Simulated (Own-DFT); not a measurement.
# Strain and stress in 4H SiC, 72 atoms (C36Si36)

No measurement is shown. These are fixed-geometry runs of a retired plane-wave code named Own-DFT, which no person has reviewed; spin and spin-orbit coupling are neglected.

Method: PBE; PseudoDojo norm-conserving scalar-relativistic files; cutoff 42 hartree; 4 x 4 x 3 k mesh centred on Gamma; Fermi-Dirac smearing of 0.1 eV.

Keep in mind: forces on such cells passed a denser k mesh, each cell not checked; stress not checked against mesh or cutoff.

Unstrained cell vectors in Å: (9.248, 0.000, 0.000); (-4.624, 8.009, 0.000); (0.000, 0.000, 10.068). The unstrained cell has measured lattice constants (interpolated for alloys), not those of this functional. That, the random moves and any unrelaxed bonds set the pressure at no strain. Each run strains this cell uniformly, with the atoms carried along. Each atom got a random Gaussian move of width 0.05 Å along each axis. Strain is the symmetric tensor, in per cent. Stress is positive in tension, and the pressure is minus a third of its trace.

| run | e_xx (%) | e_yy (%) | e_zz (%) | e_yz (%) | e_xz (%) | e_xy (%) | s_xx (GPa) | s_yy (GPa) | s_zz (GPa) | s_yz (GPa) | s_xz (GPa) | s_xy (GPa) | P (GPa) | E (meV/atom) |
|---|---|---|---|---|---|---|---|---|---|---|---|---|---|---|
| 1 | -0.70 | -0.95 | -1.81 | -0.34 | -0.75 | -1.67 | -10.13 | -12.87 | -18.50 | -1.23 | -3.58 | -8.54 | 13.83 | 32.9 |
| 2 | -0.61 | -0.78 | -1.71 | 0.84 | -0.72 | -0.85 | -9.78 | -12.02 | -16.37 | 2.66 | -2.21 | -4.85 | 12.72 | 30.6 |
| 3 | -1.86 | -0.38 | 0.37 | -0.79 | 1.12 | -1.44 | -16.18 | -9.61 | -4.92 | -2.18 | 3.84 | -9.16 | 10.24 | 34.2 |
| 4 | -0.27 | 1.43 | -1.79 | 0.71 | -0.53 | 0.42 | -6.07 | 1.82 | -17.29 | 2.22 | -2.63 | 1.39 | 7.18 | 32.2 |
| 5 | -0.05 | -0.37 | 1.79 | 0.95 | -1.34 | -0.91 | -5.20 | -6.14 | 3.39 | 2.88 | -4.61 | -3.73 | 2.65 | 23.6 |
| 6 | 0.10 | 0.95 | -1.34 | -0.76 | -1.19 | 1.81 | -2.24 | -0.58 | -15.00 | -2.66 | -2.76 | 7.91 | 5.94 | 28.6 |
| 7 | 1.09 | -1.70 | -1.14 | 0.95 | 1.63 | 0.56 | -2.03 | -14.93 | -12.57 | 3.81 | 6.88 | 1.15 | 9.85 | 35.7 |
| 8 | 0.95 | 1.56 | 1.58 | 0.07 | 1.18 | 1.05 | 2.08 | 4.61 | 3.10 | 0.12 | 3.21 | 2.91 | -3.27 | 9.9 |
| 9 | -0.59 | -1.54 | 1.54 | 0.79 | 1.71 | 1.26 | -8.11 | -13.32 | 1.10 | 2.70 | 4.37 | 7.06 | 6.78 | 17.3 |
| 10 | 1.80 | 1.34 | 1.81 | -1.46 | 0.10 | 1.09 | 6.29 | 4.58 | 3.53 | -4.83 | 0.71 | 5.55 | -4.80 | 13.0 |
| 11 | 1.77 | 1.95 | -1.98 | 0.03 | 1.80 | -1.74 | 5.13 | 5.18 | -19.01 | -0.18 | 5.84 | -8.41 | 2.90 | 54.2 |
| 12 | 1.18 | 1.85 | -0.98 | -0.61 | 0.12 | -0.28 | 2.35 | 5.57 | -11.46 | -2.10 | 0.81 | -1.64 | 1.18 | 15.0 |
| 13 | 0.78 | 0.96 | 0.40 | 1.98 | -0.27 | 0.68 | -1.31 | 1.68 | -1.58 | 6.60 | -0.61 | 2.08 | 0.40 | 0.0 |
| 14 | 1.91 | -1.62 | -1.54 | 1.50 | 0.79 | -0.32 | 2.03 | -10.83 | -17.89 | 5.23 | 3.41 | -1.00 | 8.90 | 55.6 |
| 15 | 1.83 | -0.19 | 1.37 | -0.91 | -1.21 | -1.52 | 5.00 | -3.29 | 2.39 | -2.79 | -4.00 | -6.83 | -1.37 | 5.1 |
| 16 | -1.48 | -0.28 | -0.13 | -1.92 | 1.60 | 0.41 | -13.56 | -8.47 | -8.47 | -6.76 | 5.43 | 2.34 | 10.17 | 32.2 |
| 17 | 1.69 | 1.40 | -0.63 | -1.21 | 1.75 | 1.84 | ? | ? | ? | ? | ? | ? | ? | ? |

The last column gives the free energy per atom over the lowest of the runs shown.

## Analysis

Regress every stress component on the fractional strains (shears doubled) of the visible runs, with a constant. Shear strains stay in the fit of a normal stress only where such slopes are resolved. The slopes, in GPa:

| stress | at no strain | per e_xx | per e_yy | per e_zz | scatter |
|---|---|---|---|---|---|
| s_xx | -5.2 | 520 ± 19 | 101 ± 18 | 38 ± 15 | 0.86 |
| s_yy | -5.4 | 125 ± 18 | 532 ± 17 | 57 ± 15 | 0.83 |
| s_zz | -6.8 | 10 ± 26 | 31 ± 25 | 601 ± 21 | 1.18 |

The slope of each shear stress on twice its own strain, from a fit on all six strains: yz 166 ± 4, xz 163 ± 9, xy 240 ± 13 GPa. These are stiffnesses along x, y and z of the frame in which the cell vectors are given, with the crystal's c axis along z: C11, C12, C13 and C33. Hexagonal symmetry asks that xx and yy behave alike, which is a second check on the noise. These are clamped-ion slopes: internal relaxation, where symmetry allows it, would soften some. The table should be nearly symmetric about its diagonal, and what it lacks of that shows the noise. A ninth of the table's sum, 224 ± 4 GPa, estimates the bulk modulus near the mean pressure of these runs, 5.2 GPa, so it lies above the value at zero pressure.

## Withheld run

The question: what normal stresses and pressure should run 17 give?

From the fit: s_xx = 4.8, s_yy = 3.9, s_zz = -10.0 and P = 0.5 GPa. Computed: 3.45, 3.97, -8.23 and P = 0.27 GPa.
